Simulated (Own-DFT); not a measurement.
# From a pressure shift to a lattice shift: L1_0 TiAl, 32 atoms (Al16Ti16)

No measurement is shown. These are fixed-geometry runs of a retired plane-wave code named Own-DFT, which no person has reviewed; spin and spin-orbit coupling are neglected.

Limits: forces on such cells failed a check on a denser k mesh; stress not checked against mesh or cutoff.

Each geometry was run with PBE and with PBEsol, otherwise alike: PseudoDojo norm-conserving scalar-relativistic files made for PBE; cutoff 42 hartree; 4 x 4 x 4 k mesh centred on Gamma; cold (Marzari-Vanderbilt) smearing of 0.2 eV. Unstrained cell vectors in Å: (5.621, 5.621, 0.000); (-5.622, 5.622, 0.000); (0.000, 0.000, 8.133). Each has a uniform strain, of which the change of volume is shown, and random moves of rms u per axis.

```
run,volume change (%),u (Å),P with PBE (GPa),P with PBEsol (GPa)
1,4.15,0.0530,-2.68,-5.35
2,-1.00,0.0508,3.23,0.35
3,2.88,0.0482,-1.28,-4.00
4,-1.61,0.0476,3.68,0.76
5,-0.77,0.0491,2.89,0.01
6,-1.86,0.0522,4.27,1.34
7,-2.58,0.0464,5.02,2.06
8,1.07,0.0469,0.58,-2.22
9,2.58,0.0476,-1.19,-3.93
10,0.70,0.0529,1.28,-1.53
11,-2.45,0.0530,5.04,2.09
12,3.10,0.0522,-1.43,?
```

Q: by how much does PBEsol shrink this cell, and what belongs in the blank?

## Worked answer

Write v for the change of volume as a fraction. Fitted to v and u², the PBE pressure has a slope of -117 ± 1 GPa in v, with the ions held to the strained lattice. The difference PBEsol less PBE is -2.85 + 4.3 v GPa (slope ± 0.1) and averages -2.84 GPa. Divided by the mean slope of the two, 115 GPa, that makes PBEsol's volume at a given pressure, near 0 GPa, about 2.5 % smaller, or 0.83 % in lengths. At one volume PBEsol's slope is the smaller by 4 GPa, but its pressure there is lower too. If stiffness rises by about 4 GPa for each GPa, PBEsol at equal pressure is stiffer by about 7 GPa. Files made for PBEsol would give a different shift.

For run 12 the line gives -4.14 GPa. The hidden result is -4.14 GPa.
